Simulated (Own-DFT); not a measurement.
# How strain changes the stress of 4H SiC, 72 atoms (C36Si36)

Calculated results; nothing here was measured. They come from Own-DFT, an in-house plane-wave density functional program, since retired, whose code no person has reviewed. Each row is one single-point run on a periodic cell that was not relaxed, without spin or spin-orbit coupling.

Settings of every run: PBE; PseudoDojo norm-conserving scalar-relativistic files; cutoff 42 hartree; 4 x 4 x 3 k mesh centred on Gamma; Fermi-Dirac smearing of 0.1 eV.

Known limits: forces on such cells passed a denser k mesh, each cell not checked; stress not checked against mesh or cutoff.

Unstrained cell vectors in Å: (9.248, 0.000, 0.000); (-4.624, 8.009, 0.000); (0.000, 0.000, 10.068). The unstrained cell has measured lattice constants (interpolated for alloys), not those of this functional. That, the random moves and any unrelaxed bonds set the pressure at no strain. Each run strains this cell uniformly, with the atoms carried along. Every atom was also moved at random, by a Gaussian of width 0.05 Å on each axis. Strain is the symmetric tensor, in per cent. Stress is positive in tension, and the pressure is minus a third of its trace.

```
run,e_xx (%),e_yy (%),e_zz (%),e_yz (%),e_xz (%),e_xy (%),s_xx (GPa),s_yy (GPa),s_zz (GPa),s_yz (GPa),s_xz (GPa),s_xy (GPa),P (GPa),E (meV/atom)
1,-0.97,-1.51,1.13,-1.61,-1.68,-0.25,-11.01,-14.50,-1.59,-5.50,-6.41,-1.23,9.04,34.0
2,1.58,0.75,-1.68,1.87,-0.48,-1.59,3.34,-0.86,-15.47,6.27,-2.10,-7.43,4.33,26.3
3,-0.34,-0.34,-0.15,1.71,-1.00,-0.23,-5.25,-7.58,-8.23,5.51,-3.34,-1.27,7.02,3.2
4,-1.69,-0.15,-0.32,-0.69,-1.13,0.40,-15.45,-9.24,-6.39,-2.35,-4.24,0.40,10.36,12.0
5,1.99,-0.12,-0.32,-0.37,0.42,-1.26,6.31,-4.13,-9.75,-1.01,0.71,-4.64,2.52,21.1
6,1.45,0.01,0.10,0.57,1.14,-1.60,3.92,-3.34,-5.81,1.53,3.72,-6.70,1.74,5.8
7,-0.34,1.79,-1.59,-0.54,-0.49,-0.72,-5.39,3.83,-15.47,-1.86,-1.31,-3.81,5.68,9.8
8,-1.17,0.24,1.83,1.50,0.36,0.90,-11.20,-3.85,4.53,4.99,1.15,4.34,3.51,6.3
9,1.77,-0.38,0.53,1.97,-1.45,-1.03,2.79,-5.33,-0.79,5.82,-5.07,-5.08,1.11,5.1
10,-0.99,1.33,0.69,0.44,-0.68,0.39,-7.19,1.14,-1.92,1.68,-1.36,1.19,2.65,4.5
11,1.76,1.33,-0.98,-0.60,-0.24,0.19,5.03,3.97,-12.17,-0.81,-0.93,1.69,1.06,17.1
12,1.54,-0.97,-1.15,0.28,0.78,1.68,0.50,-9.50,-11.75,0.57,1.78,7.34,6.91,31.3
13,-1.18,-0.24,1.30,0.83,0.59,1.34,-10.90,-5.77,-0.14,2.50,1.12,5.77,5.60,13.4
14,-1.16,0.19,0.49,-0.33,1.67,0.93,-12.44,-4.23,-3.57,-0.65,6.64,4.94,6.75,21.7
15,0.46,1.42,1.98,-1.25,1.00,0.78,-0.91,4.06,5.33,-4.43,4.04,3.44,-2.83,0.0
16,1.47,1.02,0.99,1.35,0.49,-0.74,3.15,0.81,2.47,4.86,0.94,-3.16,-2.14,4.5
17,-1.18,0.48,-1.33,0.62,-0.66,-0.30,?,?,?,?,?,?,?,?
```

E is the free energy for each atom above the lowest run shown.

## Worked fit

Each stress component was fitted by least squares to a constant and the strains of the runs shown, as fractions, with shears doubled. Shear strains stay in the fit of a normal stress only where such slopes are resolved. The slopes, in GPa:

| stress | at no strain | per e_xx | per e_yy | per e_zz | scatter |
|---|---|---|---|---|---|
| s_xx | -5.1 | 526 ± 25 | 107 ± 34 | 26 ± 30 | 1.22 |
| s_yy | -5.3 | 95 ± 17 | 553 ± 23 | 51 ± 20 | 0.81 |
| s_zz | -6.3 | 27 ± 30 | 32 ± 41 | 588 ± 36 | 1.45 |

Each shear stress against twice its own strain: yz 162 ± 5, xz 172 ± 9, xy 218 ± 9 GPa. These are stiffnesses along x, y and z of the frame in which the cell vectors are given, which need not be the crystal's axes. The atoms are held to the strained lattice; where symmetry lets them move under strain, relaxing them would lower some slopes. The table should be nearly symmetric about its diagonal, and what it lacks of that shows the noise. A ninth of its sum, 223 ± 5 GPa, estimates the bulk modulus near the mean pressure of these runs, 4.0 GPa, so it lies above the value at zero pressure.

## Withheld run

Question: what normal stresses and pressure should run 17 give?

The fit gives s_xx = -11.2, s_yy = -4.4, s_zz = -14.3 and P = 10.0 GPa. The calculation gave -10.32, -3.96, -17.11 and P = 10.46 GPa.
